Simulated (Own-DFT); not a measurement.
# Shaking the atoms of 2H SiC, 32 atoms (C16Si16)

These are calculations, not measurements. They come from Own-DFT, an in-house plane-wave density functional program, since retired, whose code no person has reviewed. Each row is one single-point run on a periodic cell that was not relaxed, without spin or spin-orbit coupling.

Settings of every run: PBE; PseudoDojo norm-conserving scalar-relativistic files; cutoff 42 hartree; 5 x 5 x 3 k mesh centred on Gamma; Fermi-Dirac smearing of 0.1 eV.

Known limits, some of them of some rows only: some atoms lie very close together; forces on such cells passed a denser k mesh, each cell not checked; stress not checked against mesh or cutoff.

Cell vectors in Å: (6.165, 0.000, 0.000); (-3.083, 5.339, 0.000); (0.000, 0.000, 10.068). In each run every atom was moved at random and independently from its ideal site; u is the rms move along one axis. E is the free energy for each atom above the fitted value at u = 0, and F the rms of the force components.

| run | u (Å) | E (meV/atom) | F (eV/Å) | largest force (eV/Å) | P (GPa) |
|---|---|---|---|---|---|
| 1 | 0.0287 | 29.5 | 0.773 | 2.21 | 3.73 |
| 2 | 0.0294 | ? | ? | ? | ? |
| 3 | 0.0320 | 42.1 | 1.033 | 5.17 | 4.02 |
| 4 | 0.0581 | 128.4 | 1.806 | 5.68 | 6.05 |
| 5 | 0.0590 | 132.0 | 1.691 | 4.54 | 6.44 |
| 6 | 0.0936 | 301.0 | 2.816 | 11.92 | 10.81 |
| 7 | 0.1002 | 392.9 | 3.772 | 18.39 | 12.81 |
| 8 | 0.1053 | 452.9 | 3.321 | 13.44 | 13.51 |

## Worked fit

For small independent moves the energy grows as E = (3/2) K u², with K the mean stiffness felt by one atom. The runs with u up to 0.11 Å give K = 25.4 ± 0.9 eV/Å², with residuals divided by u² + 0.0006 Å², since the noise grows with the moves. The scatter is 6.9 meV/atom at u = 0.05 Å. The forces follow F = G u with G = 31.3 eV/Å²; no force at u = 0 is resolved. G exceeds K because the moves of its neighbours add to the force on an atom, and stiffness differs between atoms. The pressure follows P = 2.98 + 946 u² GPa: at fixed volume, shortened bonds push harder than stretched ones pull.

## Withheld run

Question: what energy and rms force should run 2 give?

The fit gives 33 ± 3 meV/atom and about 0.92 eV/Å. The calculation gave 32.8 meV/atom and 0.871 eV/Å.
